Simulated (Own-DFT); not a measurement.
Simulation results for Si$_{12}$O$_{23}$ (quartz with two neutral oxygen vacancies, strained, atoms displaced)

Computed with Own-DFT development build. A calculation, not a measurement: plane-wave PBE and HSE06 DFT by an unreviewed code, no spin, of a simulated cell at Gamma alone, so results move with cell size and shape, stress positive in tension, energies less offsets, not probed for a lower state with spin; oxygen file: force components 24 meV/angstrom off all-electron in a glass; k mesh not checked against a denser one; forces and stress are PBE's, HSE06 gives the energy alone, and its difference from PBE has offsets of its own; offsets are fitted by least squares, one for each functional and potential file, so energies compare only between cells with the same atoms and settings and are not formation energies; the far tail of each file's local potential was reset to the Coulomb form; each entry is a single point on an unrelaxed cell, so the pressure reflects the starting lattice, mostly measured values (interpolated for alloys), from which strain is counted, and rises with the displacements; printed positions are rounded, which can move forces by about a meV/angstrom; the program, named Own-DFT, is a retired in-house code; no spin-orbit coupling.

```yaml
- formula: Si12O23
  kind: "quartz with two neutral oxygen vacancies, strained, atoms displaced"
  structure:
    cell_angstrom:
      - [9.8822, 0.0604, 0.0407]
      - [-4.8888, 8.3147, -0.0768]
      - [0.0448, -0.0717, 10.8286]
    atoms_fractional:
      - [Si, 0.24267, 0.00676, 0.00375]
      - [Si, 0.99617, 0.22879, 0.33403]
      - [Si, 0.25869, 0.26278, 0.1672]
      - [O, 0.2049, 0.12918, 0.06128]
      - [O, 0.41778, 0.2842, 0.22572]
      - [O, 0.36765, 0.07045, 0.39587]
      - [O, 0.07415, 0.36609, 0.44047]
      - [O, 0.13392, 0.20623, 0.2784]
      - [O, 0.2928, 0.42307, 0.10494]
      - [Si, 0.23611, 0.00383, 0.50054]
      - [Si, 0.00063, 0.24055, 0.83158]
      - [Si, 0.26228, 0.25998, 0.66904]
      - [O, 0.20885, 0.13847, 0.56244]
      - [O, 0.43189, 0.29767, 0.72837]
      - [O, 0.36601, 0.06894, 0.89017]
      - [O, 0.07098, 0.36455, 0.93863]
      - [O, 0.13279, 0.2083, 0.77613]
      - [O, 0.29182, 0.42543, 0.60486]
      - [Si, 0.23653, 0.49729, 0.00195]
      - [Si, 0.0013, 0.74097, 0.32943]
      - [Si, 0.26311, 0.7627, 0.17017]
      - [O, 0.20725, 0.63463, 0.06254]
      - [O, 0.42307, 0.79577, 0.22961]
      - [O, 0.3628, 0.57158, 0.39127]
      - [O, 0.07204, 0.85971, 0.44171]
      - [O, 0.13274, 0.70646, 0.27172]
      - [O, 0.28988, 0.92833, 0.10732]
      - [Si, 0.24022, 0.50136, 0.49828]
      - [Si, 0.00251, 0.73623, 0.82987]
      - [Si, 0.26405, 0.76346, 0.66381]
      - [O, 0.20917, 0.63265, 0.5594]
      - [O, 0.42814, 0.80057, 0.72447]
      - [O, 0.36979, 0.57853, 0.89407]
      - [O, 0.08647, 0.8715, 0.94169]
      - [O, 0.13838, 0.71183, 0.77708]
      - [O, 0.29384, 0.92412, 0.60376]
      - [Si, 0.7349, 0.00558, 0.99997]
      - [Si, 0.50251, 0.23647, 0.33096]
      - [Si, 0.76032, 0.26239, 0.17144]
      - [O, 0.92976, 0.29162, 0.22858]
      - [O, 0.87133, 0.0762, 0.39434]
      - [O, 0.57638, 0.36145, 0.4369]
      - [O, 0.64362, 0.22128, 0.27508]
      - [O, 0.79328, 0.42653, 0.1057]
      - [Si, 0.7331, 0.00031, 0.49972]
      - [Si, 0.49662, 0.23943, 0.82814]
      - [Si, 0.75942, 0.26908, 0.66382]
      - [O, 0.70893, 0.1317, 0.56339]
      - [O, 0.92716, 0.29336, 0.72553]
      - [O, 0.86944, 0.07538, 0.88941]
      - [O, 0.57664, 0.3674, 0.93614]
      - [O, 0.62977, 0.20539, 0.77363]
      - [O, 0.79148, 0.42132, 0.60361]
      - [Si, 0.73509, 0.49198, 0.00258]
      - [Si, 0.49684, 0.732, 0.33401]
      - [Si, 0.76697, 0.77159, 0.16997]
      - [O, 0.70717, 0.63144, 0.06217]
      - [O, 0.92847, 0.79846, 0.22816]
      - [O, 0.86996, 0.57425, 0.38896]
      - [O, 0.57167, 0.86682, 0.44081]
      - [O, 0.62899, 0.70474, 0.27474]
      - [O, 0.79395, 0.92353, 0.10488]
      - [Si, 0.73454, 0.49856, 0.4998]
      - [Si, 0.49736, 0.7328, 0.8331]
      - [Si, 0.76475, 0.76609, 0.66158]
      - [O, 0.70914, 0.63536, 0.55486]
      - [O, 0.93238, 0.80025, 0.72554]
      - [O, 0.86483, 0.57375, 0.89097]
      - [O, 0.63412, 0.70566, 0.77291]
      - [O, 0.79158, 0.93225, 0.61525]
  settings:
    first_functional: PBE
    second_functional: HSE06
    exact_exchange_share: 0.25
    "screening [1/bohr]": 0.11
    exchange_divergence: Gygi-Baldereschi
    potential_files: "PseudoDojo norm-conserving, scalar-relativistic, made for PBE, standard set"
    "wave_cutoff [hartree]": 48.0
    occupations: fixed
    k_mesh: "1 x 1 x 1 centred on Gamma"
  results: {}
```

**Q.** Estimate the PBE stress xx of Si$_{12}$O$_{23}$ (quartz with two neutral oxygen vacancies, strained, atoms displaced).
**A.** -7.84 GPa

Further results for Si$_{12}$O$_{23}$ (quartz with two neutral oxygen vacancies, strained, atoms displaced):

- PBE energy of cell above offsets: -20.239 eV
- HSE06 less PBE above offsets: -0.307 eV
- PBE pressure: 10.42 GPa
- PBE stress yy: -12.95 GPa
- PBE stress zz: -10.48 GPa
- PBE stress yz: -0.24 GPa
- PBE stress xz: 0.86 GPa
- PBE stress xy: 2.58 GPa

Force:
```csv
element,x (eV/Å),y (eV/Å),z (eV/Å)
Si,1.115,-2.112,-2.947
Si,0.963,3.612,-0.497
Si,0.848,-1.139,1.206
O,-2.333,2.301,0.851
O,0.957,0.427,0.349
O,0.68,0.796,-1.088
O,-0.026,0.282,0.297
O,0.827,-0.419,-0.565
O,0.103,1.145,0.179
Si,0.468,-2.167,-0.2
Si,-0.52,-1.862,-1.285
Si,-0.272,3.564,2.331
O,-0.069,-2.299,-2.325
O,-3.856,1.156,-3.68
O,0.383,1.242,-0.332
O,0.761,2.747,2.518
O,1.415,-0.152,-0.492
O,1.02,-0.233,1.017
Si,-1.566,0.652,-1.313
Si,0.872,-2.086,0.272
Si,-0.396,2.153,-0.93
O,0.433,-1.545,-1.373
O,1.378,0.137,0.594
O,1.034,-0.312,-0.986
O,0.186,2.488,1.812
O,-0.891,-0.529,1.045
O,1.931,-0.839,2.175
Si,-1.571,-2.189,0.498
Si,-0.957,0.964,2.243
Si,0.089,0.495,2.406
O,-0.731,-0.338,-0.764
O,0.985,-0.489,0.693
O,-1.099,-2.952,1.522
O,-1.633,-1.837,-1.217
O,1.463,-0.693,-1.297
O,-0.893,1.772,-0.574
Si,-1.517,-0.22,-0.45
Si,-2.177,-2.24,-0.932
Si,5.239,-0.664,-4.662
O,-1.611,0.406,-1.124
O,-1.739,-4.201,2.003
O,-0.468,1.903,2.165
O,-2.032,-1.822,2.747
O,1.81,-1.134,1.955
Si,2.085,-0.772,0.354
Si,2.853,-3.145,3.235
Si,3.509,-3.691,4.531
O,-1.468,0.507,-0.727
O,-2.068,0.613,-1.43
O,-0.641,-1.048,1.056
O,-0.734,0.102,0.956
O,0.627,0.147,-0.755
O,-1.608,4.524,-1.902
Si,-1.377,3.258,-2.544
Si,-0.639,1.115,-0.968
Si,0.774,-3.381,-0.073
O,-0.035,0.105,0.571
O,-0.906,0.765,-0.888
O,-1.032,-1.295,1.05
O,-0.207,0.037,0.243
O,1.132,-0.022,-0.4
O,-1.033,2.874,-1.065
Si,1.979,0.261,-2.413
Si,1.454,4.885,-0.618
Si,0.979,0.481,3.449
O,-0.895,0.041,-0.302
O,-1.164,-0.27,-1.06
O,0.096,-0.469,0.197
O,0.249,-0.464,-0.561
O,-0.531,1.073,-1.782
```
